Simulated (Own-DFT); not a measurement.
# Misfit strain and the stress it brings: diamond-structure SiGeSn with randomly placed atoms, 64 atoms (Ge44Si16Sn4)

No measurement is shown. These are fixed-geometry runs of a retired plane-wave code named Own-DFT, which no person has reviewed; spin and spin-orbit coupling are neglected.

Common settings: PBEsol; PseudoDojo norm-conserving scalar-relativistic files, made for PBE; cutoff 49 hartree; 3 x 3 x 3 k mesh centred on Gamma; Fermi-Dirac smearing of 0.1 eV.

Caveats: forces on such cells moved up to 12 meV/angstrom on a denser k mesh; stress not checked against mesh or cutoff.

Unstrained cell vectors in Å: (11.306, 0.000, 0.000); (0.000, 11.306, 0.000); (0.000, 0.000, 11.306). The unstrained cell has measured lattice constants (interpolated for alloys), not those of this functional. That, the random moves and any unrelaxed bonds set the pressure at no strain. Each run strains x and y alike by e, as a substrate would, and holds the height along z. Random moves of width 0.05 Å per axis were added to every atom. The random placing of the alloy's atoms differs from row to row. Stress is positive in tension.

| e (%) | u (Å) | (s_xx + s_yy)/2 (GPa) | s_zz (GPa) |
|---|---|---|---|
| -3.00 | 0.048 | -7.86 | -5.73 |
| -3.00 | 0.048 | -7.54 | -5.32 |
| -2.75 | 0.052 | -7.24 | -5.06 |
| -2.75 | 0.051 | -7.24 | -5.15 |
| -2.25 | 0.049 | ? | ? |
| -2.00 | 0.050 | -5.57 | -4.18 |
| -0.75 | 0.050 | -3.14 | -2.75 |
| -0.75 | 0.048 | -3.06 | -2.58 |
| 1.50 | 0.052 | 0.67 | -0.20 |
| 1.50 | 0.052 | 0.70 | -0.21 |
| 1.75 | 0.049 | 1.05 | -0.10 |
| 2.25 | 0.044 | 2.13 | 0.59 |
| 2.25 | 0.050 | 1.96 | 0.45 |
| 2.75 | 0.048 | 2.64 | 0.85 |
| 2.75 | 0.052 | 2.44 | 0.77 |

## Working it out

With e as a fraction, the in-plane stress is -1.8 + 178 e - 708 e² GPa (errors 2 and 121, scatter 0.13), and s_zz is -1.8 + 109 e - 478 e² GPa (slope ± 1, scatter 0.12). At e = 0 the first slope is C11 + C12 and the second 2 C12, both with the ions held to the strained lattice and at the cell's own pressure. The term in e² is negative: the layer stiffens under compression and softens under tension. A free layer would change its height as e changes, and the in-plane slope would drop by 2 C12²/C11 to the biaxial modulus. At fixed height, a misfit of 1 % moves the in-plane stress by about 1.8 GPa and s_zz by 1.1 GPa.

## Check

Question: what are the two stresses at e = -2.25 %?

Estimate: -6.1 and -4.5 GPa. The run itself gave -5.97 and -4.34 GPa.
